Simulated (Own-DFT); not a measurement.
Al₃GaN₄ (wurtzite random alloy, strained, atoms displaced), Al₃GaN₄ (wurtzite random alloy, atoms displaced) (calculated)

All values are calculated (Own-DFT development build). A calculation, not a measurement: plane-wave density functional theory by an unreviewed code, no spin, of a simulated periodic cell, stress positive in tension, run twice, with PBE and with PBEsol, both on files made for PBE, so the change isn't that of files made for PBEsol, forces on such cells passed a denser k mesh, this cell's mesh not checked; the far tail of each file's local potential was reset to the Coulomb form; each entry is a single point on an unrelaxed cell, so the pressure reflects the starting lattice, mostly measured values (interpolated for alloys), from which strain is counted, and rises with the displacements; printed positions are rounded, which can move forces by about a meV/angstrom; the program, named Own-DFT, is a retired in-house code; no spin-orbit coupling; stress was not checked against mesh or cutoff.

Common to all runs: functional PBE, then PBEsol; potential files PseudoDojo norm-conserving, scalar-relativistic, standard set; wave cutoff 42 hartree; occupations Fermi-Dirac; smearing width 0.1 eV; k mesh 4 x 4 x 3 centred on Gamma.

(1) 
```cif
# cell vector a (Å): 9.1354 0.0000 0.0000
# cell vector b (Å): -4.5677 7.9115 0.0000
# cell vector c (Å): 0.0000 0.0000 10.0655
data_Al3GaN4
_symmetry_space_group_name_H-M 'P 1'
_symmetry_Int_Tables_number 1
_cell_length_a 9.1354
_cell_length_b 9.1354
_cell_length_c 10.0655
_cell_angle_alpha 90.000
_cell_angle_beta 90.000
_cell_angle_gamma 120.000
_cell_volume 727.48
loop_
_atom_site_label
_atom_site_type_symbol
_atom_site_fract_x
_atom_site_fract_y
_atom_site_fract_z
_atom_site_occupancy
Al1 Al 0.10915 0.22443 0.00646 1
Ga1 Ga 0.21591 0.10322 0.24025 1
N1 N 0.10705 0.21768 0.18521 1
N2 N 0.21308 0.10141 0.44043 1
Al2 Al 0.11223 0.22289 0.50018 1
Ga2 Ga 0.21827 0.11009 0.74927 1
N3 N 0.11812 0.23286 0.68626 1
N4 N 0.22766 0.11246 0.94938 1
Ga3 Ga 0.11398 0.55668 0.00634 1
Al3 Al 0.23035 0.45671 0.25149 1
N5 N 0.10699 0.55460 0.18823 1
N6 N 0.22202 0.44404 0.44348 1
Al4 Al 0.11725 0.55783 0.50463 1
Al5 Al 0.21568 0.44491 0.74934 1
N7 N 0.10368 0.56042 0.68835 1
N8 N 0.23249 0.44941 0.94499 1
Al6 Al 0.10675 0.88091 0.99672 1
Ga4 Ga 0.22213 0.77710 0.24532 1
N9 N 0.11353 0.89956 0.19121 1
N10 N 0.21851 0.76500 0.44789 1
Al7 Al 0.09976 0.89065 0.50973 1
Al8 Al 0.23163 0.78717 0.74424 1
N11 N 0.09865 0.87798 0.69460 1
N12 N 0.23295 0.78697 0.95121 1
Ga5 Ga 0.44513 0.22581 0.99737 1
Al9 Al 0.55922 0.11651 0.25087 1
N13 N 0.45512 0.23331 0.19146 1
N14 N 0.55132 0.10956 0.43675 1
Al10 Al 0.43515 0.21208 0.50148 1
Al11 Al 0.56109 0.11325 0.75572 1
N15 N 0.44736 0.22761 0.68783 1
N16 N 0.55363 0.12157 0.93845 1
Ga6 Ga 0.44831 0.56423 0.99567 1
Ga7 Ga 0.55560 0.44421 0.25191 1
N17 N 0.45316 0.55810 0.19199 1
N18 N 0.55100 0.44975 0.43719 1
Al12 Al 0.45419 0.55532 0.49770 1
Al13 Al 0.56310 0.43648 0.75204 1
N19 N 0.45108 0.55623 0.68976 1
N20 N 0.55197 0.45026 0.93799 1
Al14 Al 0.44143 0.88901 0.00532 1
Al15 Al 0.56323 0.78497 0.24231 1
N21 N 0.43406 0.89087 0.19870 1
N22 N 0.56053 0.78103 0.43507 1
Al16 Al 0.44952 0.88751 0.50496 1
Al17 Al 0.54721 0.77717 0.74304 1
N23 N 0.44159 0.88484 0.69296 1
N24 N 0.56543 0.77567 0.94368 1
Al18 Al 0.77616 0.22270 0.00239 1
Ga8 Ga 0.88247 0.10362 0.25782 1
N25 N 0.78087 0.23195 0.18786 1
N26 N 0.88209 0.10363 0.43724 1
Ga9 Ga 0.78051 0.22548 0.49599 1
Al19 Al 0.89545 0.12162 0.74843 1
N27 N 0.79356 0.22897 0.68259 1
N28 N 0.88772 0.10552 0.93966 1
Al20 Al 0.76970 0.54744 0.99246 1
Al21 Al 0.89330 0.45330 0.24786 1
N29 N 0.77537 0.55326 0.19054 1
N30 N 0.87814 0.44112 0.43813 1
Al22 Al 0.78035 0.56527 0.49848 1
Al23 Al 0.88398 0.45015 0.76244 1
N31 N 0.77503 0.54993 0.69297 1
N32 N 0.88954 0.43873 0.93556 1
Al24 Al 0.77185 0.88189 0.00219 1
Al25 Al 0.88610 0.77423 0.24509 1
N33 N 0.77911 0.88952 0.18982 1
N34 N 0.88432 0.77859 0.43003 1
Al26 Al 0.77789 0.87576 0.49450 1
Al27 Al 0.88954 0.77624 0.75067 1
N35 N 0.77622 0.88418 0.70614 1
N36 N 0.88732 0.76801 0.93323 1
_calc_PBE_pressure 20.47  # GPa
_calc_PBE_stress_xx -24.37  # GPa
_calc_PBE_stress_yy -25.48  # GPa
_calc_PBE_stress_zz -11.57  # GPa
_calc_PBE_stress_yz -0.3  # GPa
_calc_PBE_stress_xz 0.29  # GPa
_calc_PBE_stress_xy -0.42  # GPa
_calc_PBEsol_pressure 17.1  # GPa
_calc_PBEsol_stress_xx -21.07  # GPa
_calc_PBEsol_stress_yy -22.01  # GPa
_calc_PBEsol_stress_zz -8.22  # GPa
_calc_PBEsol_stress_yz -0.28  # GPa
_calc_PBEsol_stress_xz 0.29  # GPa
_calc_PBEsol_stress_xy -0.42  # GPa
_calc_rms_change_of_force_components_from_PBE_to_PBEsol 0.082  # eV/angstrom
```

Force:
| force element | PBE force x (eV/Å) | PBE force y (eV/Å) | PBE force z (eV/Å) | PBEsol force x (eV/Å) | PBEsol force y (eV/Å) | PBEsol force z (eV/Å) |
| --- | --- | --- | --- | --- | --- | --- |
| Al | 0.437 | -0.379 | -1.22 | 0.439 | -0.37 | -1.237 |
| Ga | 1.016 | 4.922 | 2.39 | 0.98 | 4.804 | 2.336 |
| N | -0.619 | 2.352 | 1.151 | -0.595 | 2.163 | 1.293 |
| N | 0.111 | 0.913 | 0.539 | 0.107 | 0.912 | 0.367 |
| Al | -0.475 | -0.224 | -0.569 | -0.483 | -0.231 | -0.578 |
| Ga | 0.346 | 0.386 | 1.399 | 0.345 | 0.397 | 1.362 |
| N | -0.874 | -1.191 | -0.195 | -0.71 | -1.289 | -0.148 |
| N | -2.941 | -1.554 | -1.549 | -2.737 | -1.43 | -1.599 |
| Ga | -0.026 | -0.099 | -1.564 | -0.012 | -0.081 | -1.518 |
| Al | 0.231 | -1.854 | 0.321 | 0.233 | -1.857 | 0.322 |
| N | 0.951 | -0.56 | 1.163 | 0.961 | -0.358 | 0.996 |
| N | 0.473 | 0.171 | -0.95 | 0.486 | 0.183 | -0.945 |
| Al | -1.557 | -2.176 | 0.056 | -1.568 | -2.228 | 0.059 |
| Al | 1.078 | 1.71 | 0.462 | 1.077 | 1.731 | 0.483 |
| N | 1.044 | -0.062 | 1.317 | 1.012 | -0.061 | 1.303 |
| N | -2.466 | -2.09 | -2.047 | -2.405 | -1.877 | -1.913 |
| Al | -0.559 | 1.319 | 0.844 | -0.56 | 1.309 | 0.853 |
| Ga | -2.46 | -0.393 | 2.826 | -2.392 | -0.367 | 2.747 |
| N | -0.689 | -6.151 | -2.55 | -0.536 | -5.918 | -2.414 |
| N | -0.786 | 3.387 | -0.433 | -0.796 | 3.415 | -0.568 |
| Al | 1.88 | -1.456 | -1.518 | 1.878 | -1.467 | -1.516 |
| Al | -1.999 | -2.177 | 1.692 | -2.008 | -2.168 | 1.729 |
| N | 1.71 | 1.361 | -1.047 | 1.718 | 1.52 | -0.989 |
| N | -1.255 | -1.039 | -2.729 | -1.264 | -1.226 | -2.688 |
| Ga | -0.514 | 1.382 | 2.087 | -0.519 | 1.351 | 2.037 |
| Al | -0.368 | 0.178 | 0.293 | -0.348 | 0.169 | 0.303 |
| N | -0.235 | -3.089 | -0.729 | -0.382 | -2.928 | -0.775 |
| N | -0.427 | -0.744 | 0.446 | -0.27 | -0.656 | 0.486 |
| Al | 0.268 | 1.458 | -0.684 | 0.262 | 1.471 | -0.688 |
| Al | 0.343 | 0.428 | -1.467 | 0.338 | 0.421 | -1.487 |
| N | 1.098 | -2.056 | -0.259 | 0.946 | -2.146 | -0.206 |
| N | 3.153 | -2.375 | -0.429 | 2.928 | -2.25 | -0.338 |
| Ga | 0.545 | -1.359 | 2.166 | 0.542 | -1.344 | 2.113 |
| Ga | 0.255 | 0.715 | 0.828 | 0.243 | 0.703 | 0.798 |
| N | -2.628 | 1.411 | -0.523 | -2.416 | 1.294 | -0.61 |
| N | 2.795 | -2.031 | 1.352 | 2.829 | -2.057 | 1.132 |
| Al | -3.054 | 1.06 | 1.343 | -3.087 | 1.08 | 1.349 |
| Al | -2.799 | 1.789 | 0.124 | -2.818 | 1.782 | 0.147 |
| N | -0.855 | -0.6 | -0.234 | -0.831 | -0.627 | -0.231 |
| N | 2.079 | -0.813 | -1.323 | 1.862 | -0.883 | -1.19 |
| Al | 2.283 | 1.388 | 0.417 | 2.309 | 1.388 | 0.437 |
| Al | -1.489 | -1.013 | 1.478 | -1.504 | -0.999 | 1.482 |
| N | 4.42 | 1.713 | -2.423 | 4.172 | 1.568 | -2.333 |
| N | -0.328 | -0.52 | 0.185 | -0.33 | -0.528 | 0.153 |
| Al | -0.844 | 0 | -1.403 | -0.834 | 0.01 | -1.39 |
| Al | 2.783 | -0.939 | 1.89 | 2.769 | -0.942 | 1.912 |
| N | 0.429 | 2.502 | -0.897 | 0.43 | 2.518 | -0.913 |
| N | -3.556 | 3.057 | -1.831 | -3.57 | 2.793 | -1.788 |
| Al | 0.809 | -0.729 | -0.008 | 0.816 | -0.734 | 0.002 |
| Ga | 0.184 | 2.084 | -1.749 | 0.194 | 2.034 | -1.708 |
| N | -0.195 | -0.878 | -0.145 | -0.06 | -0.944 | -0.084 |
| N | 1.758 | -0.295 | 2.343 | 1.589 | -0.201 | 2.177 |
| Ga | -0.637 | -0.813 | 0.528 | -0.624 | -0.788 | 0.509 |
| Al | 0.66 | -1.93 | 0.867 | 0.688 | -1.941 | 0.872 |
| N | -2.49 | -0.008 | 2.216 | -2.501 | 0.026 | 2 |
| N | -0.442 | 0.892 | -0.082 | -0.448 | 0.876 | -0.094 |
| Al | 0.731 | 0.628 | 1.563 | 0.74 | 0.614 | 1.591 |
| Al | -0.708 | -1.283 | 1.378 | -0.704 | -1.284 | 1.393 |
| N | 1.289 | 1.342 | -2.029 | 1.096 | 1.218 | -1.972 |
| N | 1.238 | 2.894 | -0.972 | 1.252 | 2.669 | -0.898 |
| Al | 0.037 | -2.331 | 0.444 | 0.029 | -2.326 | 0.456 |
| Al | 1.976 | -0.801 | -3.351 | 1.983 | -0.8 | -3.36 |
| N | 0.173 | 1.422 | -1.355 | 0.176 | 1.433 | -1.371 |
| N | -1.02 | 0.296 | 1.884 | -0.865 | 0.379 | 1.968 |
| Al | 2.516 | 1.456 | -0.461 | 2.554 | 1.454 | -0.441 |
| Al | 0.452 | 0.419 | -0.117 | 0.452 | 0.429 | -0.102 |
| N | 0.343 | -1.27 | -1.443 | 0.361 | -1.047 | -1.361 |
| N | 2.015 | -0.539 | 0.58 | 2.031 | -0.536 | 0.534 |
| Al | -2.363 | 2.32 | 2.035 | -2.369 | 2.328 | 2.065 |
| Al | -1.866 | -1.37 | 0.983 | -1.867 | -1.381 | 0.983 |
| N | -0.26 | 1.266 | -2.826 | -0.267 | 1.269 | -2.803 |
| N | -0.124 | 0.566 | 1.524 | -0.148 | 0.561 | 1.505 |

(2) 
```cif
# cell vector a (Å): 9.3938 0.0000 0.0000
# cell vector b (Å): -4.6969 8.1352 0.0000
# cell vector c (Å): 0.0000 0.0000 10.0655
data_Al3GaN4
_symmetry_space_group_name_H-M 'P 1'
_symmetry_Int_Tables_number 1
_cell_length_a 9.3938
_cell_length_b 9.3937
_cell_length_c 10.0655
_cell_angle_alpha 90.000
_cell_angle_beta 90.000
_cell_angle_gamma 120.000
_cell_volume 769.21
loop_
_atom_site_label
_atom_site_type_symbol
_atom_site_fract_x
_atom_site_fract_y
_atom_site_fract_z
_atom_site_occupancy
Al1 Al 0.11690 0.23585 0.99826 1
Al2 Al 0.22086 0.09658 0.25314 1
N1 N 0.12027 0.21589 0.18204 1
N2 N 0.22897 0.10238 0.44405 1
Ga1 Ga 0.11142 0.22640 0.49884 1
Al3 Al 0.23067 0.11359 0.75047 1
N3 N 0.12043 0.21908 0.67823 1
N4 N 0.22272 0.11517 0.93600 1
Al4 Al 0.10306 0.55587 0.99293 1
Al5 Al 0.22269 0.45618 0.26025 1
N5 N 0.10340 0.56044 0.18930 1
N6 N 0.22802 0.44761 0.44831 1
Al6 Al 0.12466 0.56683 0.49220 1
Ga2 Ga 0.21341 0.44167 0.75960 1
N7 N 0.10291 0.54198 0.71441 1
N8 N 0.22161 0.44411 0.94039 1
Al7 Al 0.11729 0.89222 0.02824 1
Al8 Al 0.21227 0.75879 0.24435 1
N9 N 0.10987 0.88295 0.19930 1
N10 N 0.22299 0.78330 0.45895 1
Al9 Al 0.10826 0.88488 0.49717 1
Al10 Al 0.20341 0.77350 0.74456 1
N11 N 0.11219 0.89735 0.68507 1
N12 N 0.22878 0.78077 0.93909 1
Al11 Al 0.44706 0.22668 0.00138 1
Al12 Al 0.56639 0.09633 0.24752 1
N13 N 0.45627 0.22636 0.19883 1
N14 N 0.56539 0.12214 0.44248 1
Al13 Al 0.45919 0.22867 0.50007 1
Al14 Al 0.55653 0.10865 0.74051 1
N15 N 0.44804 0.22427 0.69109 1
N16 N 0.55159 0.10220 0.93462 1
Ga3 Ga 0.44721 0.53616 0.00029 1
Ga4 Ga 0.55777 0.44985 0.25721 1
N17 N 0.45863 0.56611 0.19810 1
N18 N 0.54166 0.44186 0.45174 1
Al15 Al 0.45789 0.57927 0.50594 1
Al16 Al 0.57184 0.45129 0.75149 1
N19 N 0.44616 0.56821 0.70490 1
N20 N 0.57085 0.44626 0.94496 1
Al17 Al 0.44861 0.88698 0.99562 1
Ga5 Ga 0.55811 0.76334 0.25223 1
N21 N 0.43064 0.88520 0.17795 1
N22 N 0.56496 0.77580 0.43971 1
Al18 Al 0.44327 0.88684 0.49439 1
Al19 Al 0.56105 0.78142 0.75991 1
N23 N 0.43645 0.88490 0.69263 1
N24 N 0.55555 0.78750 0.95193 1
Al20 Al 0.77885 0.22127 0.00084 1
Ga6 Ga 0.89728 0.11137 0.24446 1
N25 N 0.78305 0.23519 0.19587 1
N26 N 0.87370 0.10113 0.44202 1
Ga7 Ga 0.76790 0.22401 0.49941 1
Al21 Al 0.88727 0.11362 0.75046 1
N27 N 0.76417 0.21314 0.69303 1
N28 N 0.89553 0.10694 0.94308 1
Al22 Al 0.77465 0.54354 0.01242 1
Ga8 Ga 0.88004 0.43917 0.25503 1
N29 N 0.78898 0.55973 0.20263 1
N30 N 0.89999 0.45387 0.43713 1
Al23 Al 0.77269 0.55567 0.49831 1
Al24 Al 0.87866 0.43641 0.75194 1
N31 N 0.78437 0.55122 0.68788 1
N32 N 0.89220 0.45303 0.94305 1
Al25 Al 0.77387 0.89727 0.00510 1
Ga9 Ga 0.89566 0.78008 0.26076 1
N33 N 0.78558 0.89327 0.20936 1
N34 N 0.89170 0.78894 0.45696 1
Al26 Al 0.77780 0.89021 0.50148 1
Al27 Al 0.89095 0.77849 0.73851 1
N35 N 0.78500 0.90054 0.70017 1
N36 N 0.88733 0.78071 0.94226 1
_calc_PBE_pressure 7.88  # GPa
_calc_PBE_stress_xx -7.29  # GPa
_calc_PBE_stress_yy -10.72  # GPa
_calc_PBE_stress_zz -5.63  # GPa
_calc_PBE_stress_yz -0.65  # GPa
_calc_PBE_stress_xz -0.42  # GPa
_calc_PBE_stress_xy -0.19  # GPa
_calc_PBEsol_pressure 4.74  # GPa
_calc_PBEsol_stress_xx -4.19  # GPa
_calc_PBEsol_stress_yy -7.66  # GPa
_calc_PBEsol_stress_zz -2.37  # GPa
_calc_PBEsol_stress_yz -0.62  # GPa
_calc_PBEsol_stress_xz -0.42  # GPa
_calc_PBEsol_stress_xy -0.22  # GPa
_calc_rms_change_of_force_components_from_PBE_to_PBEsol 0.071  # eV/angstrom
```

Force:
| force element | PBE force x (eV/Å) | PBE force y (eV/Å) | PBE force z (eV/Å) | PBEsol force x (eV/Å) | PBEsol force y (eV/Å) | PBEsol force z (eV/Å) |
| --- | --- | --- | --- | --- | --- | --- |
| Al | 0.875 | -2.726 | 0.063 | 0.869 | -2.729 | 0.053 |
| Al | 0.792 | 2.852 | 0.923 | 0.768 | 2.855 | 0.924 |
| N | -0.015 | 1.674 | 1.556 | -0.141 | 1.588 | 1.606 |
| N | -0.294 | 0.837 | -1.214 | -0.387 | 0.908 | -1.143 |
| Ga | 0.439 | -1.833 | -1.081 | 0.438 | -1.77 | -1.014 |
| Al | -0.626 | -0.289 | -0.419 | -0.618 | -0.283 | -0.425 |
| N | -1.478 | -0.016 | 3.673 | -1.491 | 0.111 | 3.495 |
| N | 0.534 | 0.269 | 1.712 | 0.517 | 0.25 | 1.717 |
| Al | 1.834 | 1.595 | 0.279 | 1.852 | 1.587 | 0.283 |
| Al | 1.035 | -1.454 | -1.473 | 1.027 | -1.473 | -1.478 |
| N | 1.989 | -2.94 | -0.802 | 1.82 | -3.061 | -0.779 |
| N | -0.159 | 2.292 | -1.42 | -0.129 | 2.085 | -1.336 |
| Al | -1.136 | -2.126 | 2.391 | -1.127 | -2.151 | 2.411 |
| Ga | 2.706 | -0.961 | -2.106 | 2.646 | -0.909 | -2.049 |
| N | -2.777 | 2.095 | -3.186 | -2.552 | 1.975 | -3.094 |
| N | -0.344 | 0.722 | 2.563 | -0.208 | 0.827 | 2.376 |
| Al | -0.708 | -0.347 | -6.829 | -0.712 | -0.342 | -6.843 |
| Al | 0.417 | 4.215 | 1.295 | 0.402 | 4.232 | 1.345 |
| N | 1.422 | 0.015 | 1.93 | 1.252 | -0.105 | 2.046 |
| N | 1.029 | -0.867 | -3.049 | 1.013 | -0.835 | -3.035 |
| Al | -0.011 | 1.879 | 1.648 | -0.023 | 1.864 | 1.62 |
| Al | 1.887 | 0.421 | 1.331 | 1.887 | 0.414 | 1.317 |
| N | 0.02 | -1.065 | 0.226 | 0.007 | -1.034 | 0.199 |
| N | -1.536 | -0.264 | 0.654 | -1.53 | -0.246 | 0.648 |
| Al | 0.56 | -1.786 | 0.141 | 0.548 | -1.766 | 0.141 |
| Al | -2.357 | 1.396 | 0.23 | -2.321 | 1.389 | 0.256 |
| N | -0.332 | -1.551 | -1.22 | -0.319 | -1.382 | -1.145 |
| N | -2.366 | -3.498 | -2.108 | -2.139 | -3.368 | -2.022 |
| Al | -2.559 | -1.328 | 0.61 | -2.548 | -1.322 | 0.604 |
| Al | -2.168 | -1.522 | 1.805 | -2.184 | -1.525 | 1.79 |
| N | 0.693 | 0.885 | -0.121 | 0.695 | 0.892 | -0.121 |
| N | 0.428 | 1.928 | 0.719 | 0.423 | 1.918 | 0.702 |
| Ga | -1.909 | 2.816 | 0.364 | -1.86 | 2.771 | 0.352 |
| Ga | 0.864 | -1.399 | 0.587 | 0.841 | -1.365 | 0.583 |
| N | -2.315 | -5.198 | -2.111 | -2.146 | -5.025 | -2.093 |
| N | 1.502 | 1.876 | -0.064 | 1.475 | 1.882 | -0.211 |
| Al | -0.427 | -4.177 | 2.251 | -0.441 | -4.203 | 2.249 |
| Al | -1.981 | -0.745 | -0.182 | -2.001 | -0.745 | -0.173 |
| N | 1.93 | -0.983 | -1.367 | 1.79 | -1.085 | -1.313 |
| N | -0.254 | -1.432 | -1.135 | -0.44 | -1.342 | -1.085 |
| Al | -2.628 | 0.504 | -0.317 | -2.638 | 0.503 | -0.322 |
| Ga | -0.95 | 5.472 | 0.148 | -0.877 | 5.331 | 0.167 |
| N | 1.071 | -0.18 | 2.74 | 1.13 | -0.245 | 2.743 |
| N | -1.892 | 2.099 | 0.553 | -1.882 | 2.124 | 0.336 |
| Al | 0.805 | 1.167 | 1.919 | 0.836 | 1.179 | 1.893 |
| Al | -1.021 | 1.073 | 0.225 | -1.021 | 1.088 | 0.239 |
| N | 0.643 | -0.242 | -1.023 | 0.629 | -0.266 | -1.009 |
| N | 2.526 | -1.913 | -1.177 | 2.534 | -2.045 | -1.141 |
| Al | -0.375 | -0.021 | -0.429 | -0.362 | -0.012 | -0.425 |
| Ga | -0.407 | 1.819 | 1.433 | -0.395 | 1.764 | 1.433 |
| N | 0.611 | -4.075 | -2.444 | 0.727 | -3.876 | -2.311 |
| N | 0.976 | 1.65 | -0.286 | 0.956 | 1.812 | -0.351 |
| Ga | 3.965 | 1.493 | 0.996 | 3.878 | 1.44 | 0.961 |
| Al | 1.212 | 0.605 | 0.015 | 1.217 | 0.654 | 0.008 |
| N | 2.33 | 1.803 | 0.218 | 2.332 | 1.804 | 0.052 |
| N | -1.466 | 2.156 | -0.179 | -1.45 | 2.144 | -0.188 |
| Al | 0.66 | 3.437 | -0.362 | 0.656 | 3.441 | -0.332 |
| Ga | 1.406 | 1.352 | 0.329 | 1.378 | 1.32 | 0.339 |
| N | -2.408 | 0.37 | -1.455 | -2.35 | 0.362 | -1.27 |
| N | -0.67 | 0.48 | 2.473 | -0.689 | 0.327 | 2.308 |
| Al | 0.745 | 0.11 | 0.281 | 0.738 | 0.097 | 0.234 |
| Al | 1.059 | -0.089 | 0.384 | 1.051 | -0.116 | 0.383 |
| N | -0.914 | 0.951 | -0.501 | -0.894 | 0.962 | -0.515 |
| N | -0.747 | -2.54 | -0.219 | -0.755 | -2.539 | -0.238 |
| Al | 2.115 | -1.85 | 0.066 | 2.111 | -1.858 | 0.104 |
| Ga | -1.085 | -0.296 | 0.373 | -1.068 | -0.287 | 0.364 |
| N | -0.62 | -1.384 | -3.023 | -0.601 | -1.351 | -2.861 |
| N | 0.215 | -2.288 | -0.841 | 0.216 | -2.287 | -0.966 |
| Al | -0.216 | 0.982 | 1.476 | -0.223 | 0.968 | 1.475 |
| Al | 0.047 | 0.762 | 2.278 | 0.044 | 0.741 | 2.265 |
| N | -0.581 | -2.055 | -1.595 | -0.574 | -2.053 | -1.595 |
| N | 0.39 | -0.611 | 0.882 | 0.395 | -0.608 | 0.864 |
